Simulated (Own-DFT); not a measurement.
# One host, several defects: 4H SiC

Calculated, not measured: single-point runs of Own-DFT, a retired in-house plane-wave DFT program that no person has reviewed, on unrelaxed cells, without spin or spin-orbit coupling.

Common settings: PBE; PseudoDojo norm-conserving scalar-relativistic files; cutoff 42 hartree; 4 x 4 x 3 k mesh centred on Gamma; Fermi-Dirac smearing of 0.1 eV.

Known weak points (not all hold for every row): not probed for a lower state with spin; forces on such cells failed a check on a denser k mesh; forces on such cells passed a denser k mesh, each cell not checked; stress not checked against mesh or cutoff.

All runs share one cell, with vectors in Å (9.248, 0.000, 0.000); (-4.624, 8.009, 0.000); (0.000, 0.000, 10.068) and a volume of 745.7 Å³. Atoms were moved at random from their sites; u is the rms move along one axis. The defect's site can differ from row to row.

| cell | formula | u (Å) | P (GPa) |
|---|---|---|---|
| no defect | C36Si36 | 0.0308 | 3.78 |
| no defect | C36Si36 | 0.0599 | 6.53 |
| no defect | C36Si36 | 0.0602 | 6.11 |
| one C vacancy | C35Si36 | 0.0298 | 3.49 |
| one C vacancy | C35Si36 | 0.0300 | 3.53 |
| one C vacancy | C35Si36 | 0.0490 | 4.90 |
| one Al on a Si site and one N on a C site | AlC35NSi35 | 0.0456 | 4.86 |
| one Al on a Si site and one N on a C site | AlC35NSi35 | 0.0495 | 5.46 |
| one Al on a Si site and one N on a C site | AlC35NSi35 | 0.0538 | 5.64 |
| two Al on a Si site each | Al2C36Si34 | 0.0298 | 5.91 |
| two Al on a Si site each | Al2C36Si34 | 0.0474 | 7.32 |
| two Al on a Si site each | Al2C36Si34 | 0.0499 | 7.55 |
| two N on a C site each | C34N2Si36 | 0.0285 | ? |
| two N on a C site each | C34N2Si36 | 0.0309 | 2.75 |
| two N on a C site each | C34N2Si36 | 0.0483 | 4.11 |
| two N on a C site each | C34N2Si36 | 0.0497 | 3.85 |

## Fit

P = P0 + c u² + a shift for each defect gives P0 = 2.91 GPa, c = 943 ± 53 GPa/Å² and a scatter of 0.16 GPa. The shifts, and each times the cell's volume:

- two Al on a Si site each: 2.25 ± 0.14 GPa, 10.5 eV (5.2 eV for each of its 2 sites)
- one Al on a Si site and one N on a C site: 0.08 ± 0.13 GPa, 0.4 eV (not resolved)
- one C vacancy: -0.25 ± 0.15 GPa, -1.2 eV (not resolved)
- two N on a C site each: -1.15 ± 0.14 GPa, -5.3 eV (-2.7 eV for each of its 2 sites)

Against the defect-free cell, a freed cell would be larger where the shift is positive and smaller where it is negative (160.2 GPa Å³ is 1 eV). The atoms around the defects weren't relaxed, which would change these numbers.

## The run left out

Asked: what pressure belongs in the blank (two N on a C site each, u = 0.0285 Å)?

Estimate: 2.52 ± 0.20 GPa. DFT gave 2.58 GPa.
